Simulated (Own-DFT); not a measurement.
# How strain changes the stress of wurtzite GaN, 72 atoms (Ga36N36)

All numbers below are calculated, not measured. They come from Own-DFT, an in-house plane-wave density functional program, since retired, whose code no person has reviewed. Each row is one single-point run on a periodic cell that was not relaxed, without spin or spin-orbit coupling.

Settings of every run: PBE; PseudoDojo norm-conserving scalar-relativistic files; cutoff 42 hartree; 4 x 4 x 3 k mesh centred on Gamma; Fermi-Dirac smearing of 0.1 eV.

Known limits: forces not confirmed at this smearing and k mesh; stress not checked against mesh or cutoff.

Unstrained cell vectors in Å: (9.567, 0.000, 0.000); (-4.784, 8.285, 0.000); (0.000, 0.000, 10.370). The unstrained cell has measured lattice constants (interpolated for alloys), not those of this functional. That, the random moves and any unrelaxed bonds set the pressure at no strain. Each run strains this cell uniformly, with the atoms carried along. Every atom was also moved at random, by a Gaussian of width 0.05 Å on each axis. Strain is the symmetric tensor, in per cent. Stress is positive in tension, and the pressure is minus a third of its trace.

| run | e_xx (%) | e_yy (%) | e_zz (%) | e_yz (%) | e_xz (%) | e_xy (%) | s_xx (GPa) | s_yy (GPa) | s_zz (GPa) | s_yz (GPa) | s_xz (GPa) | s_xy (GPa) | P (GPa) | E (meV/atom) |
|---|---|---|---|---|---|---|---|---|---|---|---|---|---|---|
| 1 | 1.88 | 1.89 | -0.78 | 1.60 | -1.19 | 0.44 | 0.37 | 1.16 | -9.40 | 3.87 | -2.75 | 0.34 | 2.62 | 9.4 |
| 2 | -1.43 | -1.23 | 1.67 | 1.24 | 1.32 | -0.74 | -13.25 | -12.55 | -4.24 | 2.20 | 3.33 | -2.44 | 10.01 | 27.4 |
| 3 | 1.98 | 1.45 | -1.92 | 1.48 | -0.25 | 0.32 | -0.14 | -1.11 | -15.60 | 2.97 | 0.12 | 2.19 | 5.62 | 24.9 |
| 4 | 1.77 | -1.56 | 0.01 | 0.85 | 1.40 | -0.25 | -1.34 | -11.85 | -9.86 | 2.73 | 3.18 | -1.83 | 7.68 | 24.9 |
| 5 | -1.94 | 0.79 | -0.94 | 1.59 | -1.09 | -0.81 | -15.80 | -6.62 | -14.18 | 3.56 | -2.69 | -1.14 | 12.20 | 25.7 |
| 6 | -1.24 | -0.75 | -0.73 | 0.82 | 0.82 | 0.14 | -12.72 | -12.33 | -14.99 | 1.71 | 2.54 | 1.21 | 13.35 | 26.2 |
| 7 | 1.59 | 0.87 | 1.96 | -1.53 | -1.19 | -1.01 | 1.42 | -2.63 | 2.09 | -3.40 | -2.03 | -3.47 | -0.29 | 0.0 |
| 8 | 0.30 | -0.92 | -0.43 | -1.32 | -1.17 | 0.26 | -4.97 | -12.36 | -12.99 | -4.30 | -2.38 | 0.85 | 10.11 | 17.2 |
| 9 | -0.73 | -1.31 | -0.80 | 0.02 | -1.40 | -1.36 | -14.19 | -13.79 | -12.91 | 1.09 | -3.19 | -3.20 | 13.63 | 26.8 |
| 10 | -0.08 | -1.98 | 1.90 | -1.68 | -0.01 | 1.83 | -10.35 | -15.91 | -0.33 | -3.18 | -0.24 | 6.80 | 8.86 | 24.6 |
| 11 | 1.61 | -1.54 | -1.52 | -0.32 | -1.27 | 0.19 | -4.17 | -13.21 | -14.91 | -0.86 | -1.86 | 0.35 | 10.76 | 19.9 |
| 12 | -1.19 | -0.53 | -0.01 | -0.11 | 1.83 | -1.28 | -12.66 | -11.90 | -11.06 | -0.04 | 4.32 | -3.20 | 11.87 | 36.8 |
| 13 | 1.57 | -1.16 | -1.97 | 0.91 | 1.22 | 0.73 | -1.76 | -14.64 | -16.44 | 1.28 | 2.62 | 1.95 | 10.95 | 15.6 |
| 14 | 0.26 | 1.19 | 1.19 | -0.10 | 1.51 | -1.08 | -6.26 | -1.52 | -1.20 | 0.07 | 3.13 | -3.42 | 2.99 | 8.0 |
| 15 | -0.38 | -1.23 | -0.96 | -0.52 | -0.27 | -0.86 | -9.58 | -14.32 | -15.22 | -1.35 | -1.30 | -3.31 | 13.04 | 21.2 |
| 16 | 0.50 | -1.45 | -0.89 | 1.45 | 1.99 | -1.37 | ? | ? | ? | ? | ? | ? | ? | ? |

E is the free energy for each atom above the lowest run shown.

## Worked fit

Each stress component was fitted by least squares to a constant and the strains of the runs shown, as fractions, with shears doubled. Shear strains stay in the fit of a normal stress only where such slopes are resolved. The slopes, in GPa:

```
stress,at no strain,per e_xx,per e_yy,per e_zz,scatter
s_xx,-7.8,409 ± 29,67 ± 31,41 ± 29,1.42
s_yy,-7.9,77 ± 19,422 ± 20,60 ± 19,0.92
s_zz,-9.0,94 ± 23,73 ± 25,466 ± 23,1.13
```

Each shear stress against twice its own strain: yz 121 ± 13, xz 110 ± 8, xy 172 ± 13 GPa. These are stiffnesses along x, y and z of the frame in which the cell vectors are given, which need not be the crystal's axes. The atoms are held to the strained lattice; where symmetry lets them move under strain, relaxing them would lower some slopes. The table should be nearly symmetric about its diagonal, and what it lacks of that shows the noise. A ninth of its sum, 190 ± 2 GPa, estimates the bulk modulus near the mean pressure of these runs, 8.9 GPa, so it lies above the value at zero pressure.

## Withheld run

Question: what normal stresses and pressure should run 16 give?

The fit gives s_xx = -7.1, s_yy = -14.2, s_zz = -13.7 and P = 11.7 GPa. The calculation gave -8.67, -13.70, -13.68 and P = 12.02 GPa.
